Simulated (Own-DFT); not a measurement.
# Response to strain: wurtzite GaN, 72 atoms (Ga36N36)

These are calculations, not measurements. They come from Own-DFT, an in-house plane-wave density functional program, since retired, whose code no person has reviewed. Each row is one single-point run on a periodic cell that was not relaxed, without spin or spin-orbit coupling.

Settings of every run: PBE; PseudoDojo norm-conserving scalar-relativistic files (stringent for Ga); cutoff 96 hartree; 4 x 4 x 3 k mesh centred on Gamma; Gaussian smearing of 0.01 eV.

Known limits: forces not confirmed at this smearing and k mesh; stress not checked against mesh or cutoff.

Unstrained cell vectors in Å: (9.567, 0.000, 0.000); (-4.784, 8.285, 0.000); (0.000, 0.000, 10.370). The unstrained cell has measured lattice constants (interpolated for alloys), not those of this functional. That, the random moves and any unrelaxed bonds set the pressure at no strain. Each run strains this cell uniformly, with the atoms carried along. Every atom was also moved at random, by a Gaussian of width 0.05 Å on each axis. Strain is the symmetric tensor, in per cent. Stress is positive in tension, and the pressure is minus a third of its trace.

| run | e_xx (%) | e_yy (%) | e_zz (%) | s_xx (GPa) | s_yy (GPa) | s_zz (GPa) | P (GPa) | E (meV/atom) |
|---|---|---|---|---|---|---|---|---|
| 1 | -1.75 | -1.75 | 0.00 | -17.82 | -19.39 | -8.83 | 15.35 | 59.6 |
| 2 | 2.25 | 2.25 | 0.00 | 5.27 | 2.96 | -4.15 | -1.36 | 0.0 |
| 3 | -1.25 | -1.25 | 0.00 | -13.20 | -16.48 | -8.36 | 12.68 | 39.6 |
| 4 | 1.50 | 1.50 | 0.00 | 1.56 | 1.00 | -6.84 | 1.42 | 5.8 |
| 5 | -2.75 | -2.75 | 0.00 | -23.49 | -24.47 | -11.88 | 19.95 | 85.5 |
| 6 | -3.00 | -3.00 | 0.00 | -25.36 | -24.88 | -13.18 | 21.14 | 81.8 |
| 7 | 2.50 | 2.50 | 0.00 | 4.65 | 5.38 | -5.06 | -1.66 | 17.0 |
| 8 | -0.25 | -0.25 | 0.00 | -8.62 | -7.45 | -8.16 | 8.08 | 21.7 |
| 9 | 2.00 | 2.00 | 0.00 | ? | ? | ? | ? | ? |

E is the free energy for each atom above the lowest run shown.

## Worked fit

The change of volume is close to e_xx + e_yy + e_zz. A straight line through the runs shown gives P = 8.10 - 210 x (fractional change of volume) GPa, with an error of 6 on the slope and a scatter of 0.71 GPa. The strain isn't the same on all axes and the cell isn't cubic, so the slope belongs to this path and is not the bulk modulus.

## Withheld run

Question: what pressure should run 9 give? Its volume changes by 4.04 %.

The line gives -0.4 GPa. The calculation gave -0.59 GPa.
